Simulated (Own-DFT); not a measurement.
# Which defects push the lattice out? 2H SiC

The numbers are computed, not measured, by runs of the plane-wave DFT program Own-DFT (in-house, retired, unreviewed) at fixed positions, with no spin and no spin-orbit coupling.

Common settings: PBE; PseudoDojo norm-conserving scalar-relativistic files; cutoff 42 hartree; 4 x 4 x 3 k mesh centred on Gamma; Fermi-Dirac smearing of 0.1 eV.

Known weak points (not all hold for every row): not probed for a lower state with spin; forces on such cells moved up to 12 meV/angstrom on a denser k mesh; forces on such cells passed a denser k mesh, each cell not checked; stress not checked against mesh or cutoff.

All runs share one cell, with vectors in Å (9.248, 0.000, 0.000); (-4.624, 8.009, 0.000); (0.000, 0.000, 10.068) and a volume of 745.7 Å³. u is the rms random offset of the atoms per axis. The defect's site can differ from row to row.

```
                  cell    formula   u (Å)  P (GPa)
             no defect    C36Si36  0.0280     3.82
             no defect    C36Si36  0.0301     3.79
             no defect    C36Si36  0.0600     6.03
         one C vacancy    C35Si36  0.0293     3.56
         one C vacancy    C35Si36  0.0298     3.89
         one C vacancy    C35Si36  0.0301     3.79
    one C on a Si site    C37Si35  0.0298     1.78
    one C on a Si site    C37Si35  0.0337     2.04
    one C on a Si site    C37Si35  0.0506        ?
    one C on a Si site    C37Si35  0.0556     3.66
    one Si on a C site    C35Si37  0.0278    10.31
    one Si on a C site    C35Si37  0.0503    11.59
    one Si on a C site    C35Si37  0.0538    12.18
two N on a C site each  C34N2Si36  0.0284     2.83
two N on a C site each  C34N2Si36  0.0297     2.96
two N on a C site each  C34N2Si36  0.0470     4.20
```

## Working it out

P = P0 + c u² + a shift for each defect gives P0 = 3.07 GPa, c = 838 ± 34 GPa/Å² and a scatter of 0.12 GPa. The shifts, and each times the cell's volume:

- one Si on a C site: 6.56 ± 0.10 GPa, 30.5 eV
- one C vacancy: -0.06 ± 0.10 GPa, -0.3 eV (not resolved)
- two N on a C site each: -0.83 ± 0.10 GPa, -3.9 eV (-1.9 eV for each of its 2 sites)
- one C on a Si site: -2.00 ± 0.10 GPa, -9.3 eV

Against the defect-free cell, a freed cell would be larger where the shift is positive and smaller where it is negative (160.2 GPa Å³ is 1 eV). The atoms around the defects weren't relaxed, which would change these numbers.

## Prediction

Q: what pressure belongs in the blank (one C on a Si site, u = 0.0506 Å)?

From the fit: 3.21 ± 0.14 GPa. The run itself gave 3.96 GPa. This run lies off the fit, by chance or by something that the fit leaves out.
